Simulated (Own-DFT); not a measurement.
# How strain changes the stress of bcc W, 16 atoms (W16)

These are calculations, not measurements. The program, named Own-DFT, is a retired in-house plane-wave density functional code that no person has reviewed. Each row is one single-point run on a periodic cell that was not relaxed, without spin or spin-orbit coupling.

Settings of every run: PBE; PseudoDojo norm-conserving scalar-relativistic files; cutoff 50 hartree; 5 x 5 x 5 k mesh centred on Gamma; cold (Marzari-Vanderbilt) smearing of 0.2 eV.

Known limits: forces on such cells failed a check on a denser k mesh; stress not checked against mesh or cutoff.

Unstrained cell vectors in Å: (6.330, 0.000, 0.000); (0.000, 6.330, 0.000); (0.000, 0.000, 6.330). The unstrained cell has measured lattice constants (interpolated for alloys), not those of this functional. That, the random moves and any unrelaxed bonds set the pressure at no strain. Each run strains this cell uniformly, with the atoms carried along. Every atom was also moved at random, by a Gaussian of width 0.05 Å on each axis. Strain is the symmetric tensor, in per cent. Stress is positive in tension, and the pressure is minus a third of its trace.

```
run,e_xx (%),e_yy (%),e_zz (%),e_yz (%),e_xz (%),e_xy (%),s_xx (GPa),s_yy (GPa),s_zz (GPa),s_yz (GPa),s_xz (GPa),s_xy (GPa),P (GPa),E (meV/atom)
1,0.85,0.13,0.64,1.32,0.39,-0.02,-1.24,-3.28,-1.99,3.83,1.21,-0.31,2.17,0.0
2,0.09,1.74,-0.96,-0.50,-0.07,-0.90,-5.28,-0.58,-8.77,-1.47,-0.39,-2.86,4.88,17.2
3,-1.09,-1.28,-1.67,-0.11,1.60,1.05,-21.44,-22.22,-23.85,-1.00,5.45,3.32,22.50,87.6
4,1.40,1.28,0.07,-1.20,-1.33,0.20,1.61,0.53,-2.82,-3.07,-3.91,0.45,0.23,45.1
5,-1.99,1.75,-1.89,-1.39,-0.76,0.61,-20.26,-8.60,-20.10,-4.45,-1.81,1.99,16.32,81.8
6,0.21,1.96,-0.01,-1.98,1.74,-1.00,-3.16,2.29,-3.54,-5.51,4.66,-2.41,1.47,25.2
7,-0.23,1.87,-1.37,1.93,0.89,-1.10,-8.79,-2.00,-12.10,6.03,2.85,-3.75,7.63,40.3
8,-1.47,-1.97,1.12,-0.44,-0.61,-1.60,-18.29,-20.26,-10.15,-1.63,-2.44,-4.97,16.24,63.9
9,0.56,1.32,-1.42,1.31,1.68,-0.30,-5.46,-3.11,-11.88,4.12,5.48,-1.45,6.82,35.3
10,-0.96,1.60,0.87,-0.89,-1.41,1.83,-7.89,-1.31,-2.64,-2.24,-3.62,4.69,3.95,43.1
11,0.32,0.23,-1.25,-0.45,-1.38,0.57,-8.22,-8.34,-13.55,-1.15,-4.35,1.41,10.04,24.3
12,1.42,1.48,1.95,1.64,0.69,-1.65,5.46,6.03,7.09,4.75,2.56,-4.41,-6.20,32.1
13,1.71,-1.37,-0.31,-0.61,1.86,-0.83,-2.45,-12.50,-8.59,-1.34,5.75,-2.26,7.84,25.6
14,1.12,1.38,-0.70,-0.93,1.57,-1.13,-0.19,0.45,-6.19,-2.34,4.48,-3.11,1.98,9.0
15,0.07,-0.42,0.53,-0.70,1.96,-0.99,?,?,?,?,?,?,?,?
```

E is the free energy for each atom above the lowest run shown.

## Worked fit

Each stress component was fitted by least squares to a constant and the strains of the runs shown, as fractions, with shears doubled. Shear strains stay in the fit of a normal stress only where such slopes are resolved. The slopes, in GPa:

```
stress,at no strain,per e_xx,per e_yy,per e_zz,scatter
s_xx,-8.4,558 ± 18,212 ± 15,205 ± 18,0.73
s_yy,-8.7,256 ± 19,525 ± 15,195 ± 18,0.74
s_zz,-8.6,248 ± 19,214 ± 16,522 ± 19,0.76
```

Each shear stress against twice its own strain: yz 144 ± 4, xz 155 ± 5, xy 143 ± 6 GPa. These are stiffnesses along x, y and z of the frame in which the cell vectors are given, which need not be the crystal's axes. The atoms are held to the strained lattice; where symmetry lets them move under strain, relaxing them would lower some slopes. The table should be nearly symmetric about its diagonal, and what it lacks of that shows the noise. A ninth of its sum, 326 ± 9 GPa, estimates the bulk modulus near the mean pressure of these runs, 6.8 GPa, so it lies above the value at zero pressure.

## Withheld run

Question: what normal stresses and pressure should run 15 give?

The fit gives s_xx = -7.9, s_yy = -9.7, s_zz = -6.5 and P = 8.0 GPa. The calculation gave -7.50, -9.41, -6.00 and P = 7.64 GPa.
